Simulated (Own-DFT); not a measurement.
## Calculated data, SiC (4H silicon carbide, atoms displaced)

A calculation, not a measurement: plane-wave PBE density functional theory by an unreviewed code, no spin, of a simulated periodic cell, stress positive in tension, free energy of the whole cell less one offset for each atom, forces on such cells passed a denser k mesh, this cell's mesh not checked; offsets are fitted by least squares, one for each functional and potential file, so energies compare only between cells with the same atoms and settings and are not formation energies; the far tail of each file's local potential was reset to the Coulomb form; each entry is a single point on an unrelaxed cell, so the pressure reflects the starting lattice, mostly measured values (interpolated for alloys), from which strain is counted, and rises with the displacements; printed positions are rounded, which can move forces by about a meV/angstrom; the program, named Own-DFT, is a retired in-house code; no spin-orbit coupling. Program: Own-DFT development build.

SiC (4H silicon carbide, atoms displaced)

```xyz
128
Lattice="12.3308 0.0000 0.0000 -6.1654 10.6788 0.0000 0.0000 0.0000 10.0681" Properties=species:S:1:pos:R:3 SiC
Si    12.3194     0.0027     4.0636
Si    -0.0044     1.7740     1.5649
C     -0.0089     0.0290     0.8845
C      0.0072     1.7726     3.4535
Si    -1.4858     2.6565     4.1138
Si    -1.5185     4.4674     1.5162
C     -1.5325     2.6861     0.9528
C     -1.5942     4.4667     3.4557
Si     9.2762     5.2772     4.1396
Si    -3.0720     7.0856     1.6043
C     -3.0494     5.3749     0.9566
C     -3.1017     7.1026     3.4714
Si     7.6747     8.0359     4.0711
Si    -4.6102     9.7786     1.5565
C      7.6440     7.9909     0.9602
C     -4.5858     9.7720     3.4575
Si    -3.0782    10.6760     4.0892
Si     3.0426     1.8026     1.5330
C      3.1009     0.0320     0.8590
C      3.1008     1.7447     3.4802
Si     1.4968     2.6553     4.0461
Si     1.5666     4.4791     1.5854
C      1.5434     2.6745     0.9179
C      1.5548     4.4339     3.4401
Si    -0.0035     5.3475     4.0583
Si    -0.0049     7.0724     1.5675
C      0.0009     5.3283     0.9226
C     -0.0014     7.1269     3.4636
Si    -1.5592     7.9663     4.1189
Si    -1.5263     9.7362     1.5432
C     -1.5380     8.0561     0.9811
C     -1.5510     9.8419     3.4675
Si     6.2127     0.0219     4.0376
Si     6.1702     1.7723     1.5602
C     -0.0314    10.6494     0.9145
C      6.1947     1.7747     3.4389
Si     4.5733     2.6916     4.1017
Si     4.6153     4.4279     1.5890
C      4.6104     2.6708     0.9844
C      4.6071     4.4751     3.4220
Si     3.1411     5.3672     4.0659
Si     3.0806     7.1291     1.5747
C      3.1213     5.3573     0.9360
C      3.1236     7.1579     3.4488
Si     1.5149     7.9726     4.1034
Si     1.5202     9.7846     1.5831
C      1.5194     8.0415     0.9885
C      1.5723     9.7537     3.4295
Si     3.0453    10.6364     4.0791
Si     9.2834     1.7019     1.5403
C      3.1068    10.6672     0.9722
C      9.2056     1.7411     3.4690
Si     7.7232     2.7030     4.0998
Si     7.7161     4.4500     1.5867
C      7.6934     2.7247     0.9824
C      7.7461     4.4715     3.4771
Si     6.0742     5.3619     4.0898
Si     6.1390     7.0685     1.6040
C      6.1727     5.3356     0.9225
C      6.2060     7.1307     3.4451
Si     4.5986     7.9943     4.1005
Si     4.6664     9.7934     1.6042
C      4.6181     8.0011     0.9782
C      4.5947     9.7815     3.4377
Si    -0.0273     0.0483     9.1277
Si     6.1381     8.8754     6.6343
C      0.0164     0.0021     5.9837
C      6.1611     8.9336     8.5084
Si     7.6972     7.9930     9.0355
Si     7.7333     6.2563     6.6040
C     -4.6046     8.0047     5.9851
C      7.6884     6.2689     8.5495
Si    -3.0674     5.3307     9.1677
Si     9.2164     3.5663     6.5929
C      9.2484     5.3336     5.9676
C      9.2236     3.5584     8.5031
Si    10.7824     2.6609     9.1498
Si    10.7941     0.9414     6.5664
C     -1.5281     2.6660     6.0012
C     10.7949     0.8991     8.4549
Si     3.0971    10.6375     9.1294
Si     3.1212     8.8514     6.5756
C      3.0875    10.6245     5.9402
C      3.0508     8.8841     8.5364
Si     4.6321     8.0537     9.1616
Si     4.6311     6.2312     6.5936
C      4.6179     8.0388     5.9769
C      4.6456     6.2259     8.5373
Si     6.1305     5.3622     9.1096
Si     6.1844     3.6052     6.6252
C      6.2166     5.3757     5.9751
C      6.2030     3.5824     8.4692
Si     7.7007     2.7165     9.1352
Si     7.7133     0.9069     6.6378
C      7.7050     2.6300     5.9610
C      7.6900     0.8724     8.4658
Si     6.1932     0.0072     9.1066
Si    -0.0292     8.8990     6.5993
C     -0.0026    10.6671     5.9601
C     -0.0224     8.9238     8.5191
Si     1.4870     7.9808     9.1546
Si     1.5307     6.2331     6.6167
C      1.5089     8.0576     5.9524
C      1.5389     6.2155     8.5276
Si     3.0710     5.2986     9.1372
Si     3.0606     3.5888     6.5861
C      3.1209     5.2780     5.9001
C      3.1142     3.5596     8.5057
Si     4.6330     2.6879     9.0970
Si     4.6376     0.8804     6.6310
C      4.6192     2.6323     5.9261
C      4.5817     0.9001     8.4741
Si     3.0935     0.0288     9.0671
Si    -3.0999     8.8965     6.5731
C     -3.0145    10.6582     5.9340
C     -3.0526     8.8997     8.4725
Si    -1.5932     8.0738     9.1316
Si    -1.5809     6.2048     6.5635
C     -1.4902     8.0420     5.9946
C     -1.5301     6.1974     8.4380
Si     0.0091     5.2905     9.0840
Si    -0.0182     3.6078     6.5749
C     -0.0546     5.2578     5.9253
C      0.0222     3.6240     8.4325
Si     1.4790     2.7051     9.1089
Si     1.5493     0.8924     6.5636
C      1.6070     2.6310     5.9336
C      1.4721     0.8952     8.5190
```

Settings of this run: functional PBE, potential files PseudoDojo norm-conserving, scalar-relativistic, standard set, wave cutoff 42 hartree, occupations Fermi-Dirac, smearing width 0.1 eV, hardware one NVIDIA H200 and k mesh 3 x 3 x 3 centred on Gamma.

It finds free energy of cell above offsets -18.695 eV; pressure 3.78 GPa; stress xx -2.57 GPa; stress yy -3.98 GPa; stress zz -4.78 GPa; stress yz -0.19 GPa; stress xz -0.38 GPa; stress xy -0.47 GPa; wall time 526.5 s.

Force:
```csv
element,x (eV/Å),y (eV/Å),z (eV/Å)
Si,0.259,-0.738,0.575
Si,0.295,0.342,-0.288
C,0.147,-0.416,1.718
C,-0.335,-0.226,-0.301
Si,-1.903,0.153,-0.761
Si,-0.719,-0.344,1.443
C,0.006,-0.416,-0.283
C,1.999,-1.014,-0.435
Si,-1.246,1.707,-1.255
Si,-0.684,1.572,-0.32
C,-0.326,-1.037,-0.279
C,0.267,-0.279,0.834
Si,1.206,-0.762,0.334
Si,0.178,0.163,-0.666
C,1.186,-0.036,-0.754
C,-1.054,0.857,-0.19
Si,0.48,0.008,-0.356
Si,1.045,-1.017,0.747
C,-0.264,-0.807,1.112
C,-1.267,0.982,-1.085
Si,1.923,0.041,0.536
Si,-0.105,-0.592,-0.683
C,-0.81,0.761,0.269
C,-0.05,0.704,0.473
Si,-0.143,-0.552,-0.172
Si,-0.127,1.322,0.072
C,0.518,-0.023,-0.274
C,-0.227,-0.707,-0.079
Si,0.047,1.551,-0.744
Si,-0.901,2.488,1.183
C,-0.282,-2.528,-1.072
C,0.725,-1.522,-0.504
Si,-0.878,-0.464,0.853
Si,-0.246,-0.018,0.305
C,1.027,0.757,0.161
C,-0.526,0.956,0.425
Si,1.283,-0.935,-0.988
Si,0.689,0.423,-1.15
C,0.189,0.014,-1.25
C,0.171,-0.629,0.916
Si,-1.583,-0.233,-0.593
Si,-0.015,0.342,-0.319
C,-0.813,-0.219,0.388
C,-1.304,-1.099,0.539
Si,0.615,0.85,-0.756
Si,0.243,0.454,-0.425
C,0.126,-1.363,-0.716
C,-0.996,-0.197,0.626
Si,0.612,0.757,-0.039
Si,-1.011,2.131,1.227
C,-0.303,-0.876,-1.048
C,1.434,0.425,-0.074
Si,-0.448,-0.747,-0.859
Si,0.134,0.742,0.297
C,0.674,-1.64,-1.197
C,-1.408,-0.077,0.202
Si,2.704,-0.153,-0.134
Si,0.354,0.86,-1.057
C,-0.299,-0.567,0.598
C,-1.745,-0.326,1.047
Si,1.368,0.931,-0.627
Si,-0.507,-0.384,-0.914
C,0.199,0.331,-0.258
C,0.814,0.037,1.031
Si,0.144,-0.817,-0.87
Si,0.82,1.086,-0.337
C,-0.42,-0.225,-0.724
C,-0.252,-0.213,-0.133
Si,0.151,1.444,2.347
Si,-0.072,-0.363,0.517
C,-0.882,0.285,-0.414
C,0.525,-1.651,-1.463
Si,-0.204,0.631,-1.064
Si,0.424,-0.484,0.429
C,-0.466,-0.148,0.559
C,0.623,0.196,0.044
Si,0.064,0.351,-1.096
Si,-0.161,-1.91,0.318
C,-0.377,0.929,-0.641
C,-0.69,0.121,0.668
Si,-0.374,0.938,-0.221
Si,-1.637,1.366,1.203
C,0.128,0.953,0.885
C,0.349,-0.538,-0.797
Si,-0.25,-0.91,-0.087
Si,0.151,-0.185,0.69
C,0.528,-1.499,-0.311
C,-1.36,0.672,-1.037
Si,1.114,-0.337,0.544
Si,-0.413,-1.127,-1.296
C,-1.065,-0.219,-0.08
C,-0.895,0.072,0.685
Si,0.093,-1.149,0.281
Si,-0.14,-1.412,-1.447
C,0.054,1.284,0.545
C,0.828,0.877,1.496
Si,-1.012,0.025,0.076
Si,0.997,1.041,0.653
C,0.483,0.404,0.197
C,0.101,-0.647,-0.466
Si,0.513,0.719,-0.016
Si,-0.104,-0.263,-0.753
C,0.721,-1.528,0.743
C,0.135,-0.103,-0.593
Si,0.706,1.016,-0.192
Si,1.044,-1.607,0.097
C,-0.569,1.999,1.357
C,-1.149,0.003,-0.573
Si,0.258,-0.347,0.739
Si,0.26,0.064,-1.433
C,0.288,1.363,1.693
C,1.435,0.408,0.392
Si,-1.285,-0.348,0.516
Si,1.117,0.354,0.311
C,-1.423,0.192,1.124
C,-1.552,0.602,-0.357
Si,1.43,-1.749,0.029
Si,1.074,0.655,0.588
C,-1.798,-1.67,-0.573
C,-0.303,0.737,1.24
Si,-0.574,1.89,0.451
Si,0.975,-2.326,0.062
C,0.94,2.63,0.083
C,-0.888,-1.778,0.74
Si,1.375,-0.769,-0.289
Si,0.441,-0.518,0.808
C,-1.78,1.186,0.265
C,1.409,0.625,-1.119
```
